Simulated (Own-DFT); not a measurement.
# One host, several defects: zincblende GaAs

No measurement is shown. These are fixed-geometry runs of a retired plane-wave code named Own-DFT, which no person has reviewed; spin and spin-orbit coupling are neglected.

Common settings: PBE; PseudoDojo norm-conserving scalar-relativistic files; cutoff 42 hartree; 3 x 3 x 3 k mesh centred on Gamma; Fermi-Dirac smearing of 0.1 eV.

Keep in mind (not all hold for every row): not probed for a lower state with spin; forces on such cells failed a check on a denser k mesh; forces not confirmed at this smearing and k mesh; forces on such cells passed a denser k mesh, each cell not checked; stress not checked against mesh or cutoff.

All runs share one cell, with vectors in Å (11.307, 0.000, 0.000); (0.000, 11.307, 0.000); (0.000, 0.000, 11.307) and a volume of 1445.4 Å³. Atoms were moved at random from their sites; u is the rms move along one axis. The defect's site can differ from row to row.

```
cell,formula,u (Å),P (GPa)
no defect,As32Ga32,0.0195,3.50
no defect,As32Ga32,0.0470,3.93
no defect,As32Ga32,0.0495,3.94
one As on a Ga site,As33Ga31,0.0279,4.24
one As on a Ga site,As33Ga31,0.0479,4.50
one As on a Ga site,As33Ga31,0.0495,4.59
two As vacancies,As30Ga32,0.0267,3.17
two As vacancies,As30Ga32,0.0280,3.28
two As vacancies,As30Ga32,0.0509,3.74
two Ga vacancies,As32Ga30,0.0290,2.90
two Ga vacancies,As32Ga30,0.0302,2.87
two Ga vacancies,As32Ga30,0.0308,2.91
two Ga vacancies,As32Ga30,0.0319,?
one In on a Ga site,As32Ga31In,0.0303,4.31
one In on a Ga site,As32Ga31In,0.0315,4.22
one In on a Ga site,As32Ga31In,0.0478,4.55
```

## What the rows give

P = P0 + c u² + a shift for each defect gives P0 = 3.40 GPa, c = 229 ± 18 GPa/Å² and a scatter of 0.05 GPa. The shifts, and each times the cell's volume:

- one In on a Ga site: 0.64 ± 0.04 GPa, 5.8 eV
- one As on a Ga site: 0.62 ± 0.04 GPa, 5.6 eV
- two As vacancies: -0.32 ± 0.04 GPa, -2.9 eV (-1.4 eV for each of its 2 sites)
- two Ga vacancies: -0.71 ± 0.04 GPa, -6.4 eV (-3.2 eV for each of its 2 sites)

Against the defect-free cell, a freed cell would be larger where the shift is positive and smaller where it is negative (160.2 GPa Å³ is 1 eV). The atoms around the defects weren't relaxed, which would change these numbers.

## Check

Q: what pressure belongs in the blank (two Ga vacancies, u = 0.0319 Å)?

The fit gives 2.92 ± 0.06 GPa. The calculation gave 3.03 GPa.
